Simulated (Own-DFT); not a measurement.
# How strain changes the stress of wurtzite AlN, 128 atoms (Al64N64)

These are calculations, not measurements. The program, named Own-DFT, is a retired in-house plane-wave density functional code that no person has reviewed. Each row is one single-point run on a periodic cell that was not relaxed, without spin or spin-orbit coupling.

Settings of every run: PBE; PseudoDojo norm-conserving scalar-relativistic files; cutoff 42 hartree; 3 x 3 x 3 k mesh centred on Gamma; Gaussian smearing of 0.01 eV.

Known limits: k mesh not checked against a denser one; stress not checked against mesh or cutoff.

Unstrained cell vectors in Å: (12.448, 0.000, 0.000); (-6.224, 10.780, 0.000); (0.000, 0.000, 9.964). The unstrained cell has measured lattice constants (interpolated for alloys), not those of this functional. That, the random moves and any unrelaxed bonds set the pressure at no strain. Each run strains this cell uniformly, with the atoms carried along. Every atom was also moved at random, by a Gaussian of width 0.05 Å on each axis. Strain is the symmetric tensor, in per cent. Stress is positive in tension, and the pressure is minus a third of its trace.

| run | e_xx (%) | e_yy (%) | e_zz (%) | e_yz (%) | e_xz (%) | e_xy (%) | s_xx (GPa) | s_yy (GPa) | s_zz (GPa) | s_yz (GPa) | s_xz (GPa) | s_xy (GPa) | P (GPa) | E (meV/atom) |
|---|---|---|---|---|---|---|---|---|---|---|---|---|---|---|
| 1 | 1.03 | 1.22 | 1.71 | 1.13 | -1.36 | 0.19 | 0.30 | 1.11 | 3.81 | 3.15 | -3.88 | 0.70 | -1.74 | 6.6 |
| 2 | 0.06 | 1.56 | 0.90 | -0.10 | 0.89 | 0.78 | -2.84 | 3.30 | -2.28 | -0.71 | 2.00 | 3.00 | 0.61 | 1.2 |
| 3 | -1.59 | -1.79 | -0.05 | -1.16 | 1.61 | -1.12 | -17.77 | -16.63 | -7.15 | -2.48 | 4.32 | -6.14 | 13.85 | 30.1 |
| 4 | -0.27 | -0.75 | 0.92 | 0.04 | 1.47 | -0.27 | -8.99 | -9.67 | -1.70 | 0.61 | 3.73 | -0.57 | 6.79 | 32.3 |
| 5 | 1.07 | 1.95 | -1.45 | 0.19 | 1.82 | -1.46 | -0.58 | 1.30 | -9.38 | 0.63 | 5.23 | -4.45 | 2.88 | 19.7 |
| 6 | -1.17 | -1.98 | 0.61 | 0.33 | -0.51 | -0.83 | -13.72 | -18.29 | -4.16 | 0.99 | -1.14 | -1.84 | 12.06 | 29.7 |
| 7 | -0.06 | 0.31 | 0.15 | -0.96 | 1.06 | -0.24 | -4.99 | -5.73 | -3.34 | -2.77 | 2.49 | -2.75 | 4.69 | 0.0 |
| 8 | 1.42 | 0.74 | 1.06 | 1.85 | -0.13 | -0.72 | 1.75 | -0.59 | 0.69 | 4.93 | 0.35 | -2.40 | -0.62 | 1.6 |
| 9 | -0.22 | 1.32 | 1.01 | -1.48 | 0.98 | 0.61 | -5.58 | -0.11 | 0.92 | -3.30 | 2.31 | 2.16 | 1.59 | 4.7 |
| 10 | -1.26 | -1.49 | 1.64 | 1.67 | 0.83 | -0.72 | -11.37 | -12.63 | -1.16 | 4.95 | 1.30 | -2.98 | 8.39 | 9.4 |
| 11 | 0.40 | 1.21 | -0.89 | 0.22 | -1.98 | 0.80 | -4.30 | 0.38 | -8.77 | 0.27 | -4.91 | 3.97 | 4.23 | 14.2 |
| 12 | 0.39 | -0.96 | 0.39 | -0.40 | -0.19 | -1.27 | -6.33 | -7.41 | -3.86 | -0.96 | -0.16 | -4.34 | 5.87 | 0.9 |
| 13 | 0.98 | 0.10 | -1.95 | 0.86 | -0.26 | 1.54 | -3.31 | -5.48 | -13.02 | 1.98 | -0.96 | 4.63 | 7.27 | 11.3 |
| 14 | 0.01 | -0.40 | -0.86 | 0.65 | -1.18 | -1.72 | -7.18 | -7.89 | -10.93 | 1.81 | -2.46 | -5.12 | 8.67 | 26.3 |
| 15 | -0.97 | 0.80 | -1.36 | 2.00 | -1.62 | -1.25 | -10.32 | -4.26 | -14.27 | 6.31 | -4.70 | -2.76 | 9.62 | 32.9 |
| 16 | 0.61 | -1.77 | 0.38 | 1.63 | -0.71 | 1.18 | ? | ? | ? | ? | ? | ? | ? | ? |

E is the free energy for each atom above the lowest run shown.

## Worked fit

Each stress component was fitted by least squares to a constant and the strains of the runs shown, as fractions, with shears doubled. Shear strains stay in the fit of a normal stress only where such slopes are resolved. The slopes, in GPa:

| stress | at no strain | per e_xx | per e_yy | per e_zz | scatter |
|---|---|---|---|---|---|
| s_xx | -6.6 | 432 ± 36 | 143 ± 27 | 78 ± 22 | 0.96 |
| s_yy | -6.1 | 132 ± 52 | 452 ± 38 | 67 ± 32 | 1.36 |
| s_zz | -5.5 | 124 ± 45 | 28 ± 33 | 458 ± 28 | 1.19 |

Each shear stress against twice its own strain: yz 137 ± 6, xz 126 ± 4, xy 161 ± 16 GPa. These are stiffnesses along x, y and z of the frame in which the cell vectors are given, which need not be the crystal's axes. The atoms are held to the strained lattice; where symmetry lets them move under strain, relaxing them would lower some slopes. The table should be nearly symmetric about its diagonal, and what it lacks of that shows the noise. A ninth of its sum, 213 ± 5 GPa, estimates the bulk modulus near the mean pressure of these runs, 5.6 GPa, so it lies above the value at zero pressure.

## Withheld run

Question: what normal stresses and pressure should run 16 give?

The fit gives s_xx = -6.2, s_yy = -13.1, s_zz = -3.5 and P = 7.6 GPa. The calculation gave -3.74, -14.53, -5.36 and P = 7.87 GPa.
